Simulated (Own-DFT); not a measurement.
# Response to strain: wurtzite GaN, 72 atoms (Ga36N36)

Calculated results; nothing here was measured. The program, named Own-DFT, is a retired in-house plane-wave density functional code that no person has reviewed. Each row is one single-point run on a periodic cell that was not relaxed, without spin or spin-orbit coupling.

Settings of every run: PBE; PseudoDojo norm-conserving scalar-relativistic files (stringent for Ga); cutoff 96 hartree; 4 x 4 x 3 k mesh centred on Gamma; Gaussian smearing of 0.01 eV.

Known limits: forces not confirmed at this smearing and k mesh; stress not checked against mesh or cutoff.

Unstrained cell vectors in Å: (9.567, 0.000, 0.000); (-4.784, 8.285, 0.000); (0.000, 0.000, 10.370). The unstrained cell has measured lattice constants (interpolated for alloys), not those of this functional. That, the random moves and any unrelaxed bonds set the pressure at no strain. Each run strains this cell uniformly, with the atoms carried along. Every atom was also moved at random, by a Gaussian of width 0.05 Å on each axis. Strain is the symmetric tensor, in per cent. Stress is positive in tension, and the pressure is minus a third of its trace.

| run | e_xx (%) | e_yy (%) | e_zz (%) | s_xx (GPa) | s_yy (GPa) | s_zz (GPa) | P (GPa) | E (meV/atom) |
|---|---|---|---|---|---|---|---|---|
| 1 | 0.00 | 0.00 | -1.00 | -7.47 | -7.86 | -11.08 | 8.80 | 5.0 |
| 2 | 0.00 | 0.00 | 3.00 | -4.68 | -4.78 | 4.64 | 1.61 | 2.0 |
| 3 | 0.00 | 0.00 | -1.75 | -8.98 | -8.45 | -14.69 | 10.71 | 17.8 |
| 4 | 0.00 | 0.00 | 1.00 | -6.81 | -7.04 | -2.24 | 5.36 | 16.0 |
| 5 | 0.00 | 0.00 | 1.25 | -7.43 | -5.51 | -0.80 | 4.58 | 3.5 |
| 6 | 0.00 | 0.00 | 2.50 | -4.54 | -5.29 | 3.02 | 2.27 | 0.0 |
| 7 | 0.00 | 0.00 | 0.50 | -4.06 | -10.23 | -4.51 | 6.27 | 15.8 |
| 8 | 0.00 | 0.00 | 2.00 | -3.52 | -7.66 | 1.24 | 3.32 | 1.6 |
| 9 | 0.00 | 0.00 | -1.50 | ? | ? | ? | ? | ? |

E is the free energy for each atom above the lowest run shown.

## Worked fit

The change of volume is close to e_xx + e_yy + e_zz. A straight line through the runs shown gives P = 7.15 - 191 x (fractional change of volume) GPa, with an error of 4 on the slope and a scatter of 0.19 GPa. The strain isn't the same on all axes and the cell isn't cubic, so the slope belongs to this path and is not the bulk modulus.

## Withheld run

Question: what pressure should run 9 give? Its volume changes by -1.50 %.

The line gives 10.0 GPa. The calculation gave 10.25 GPa.
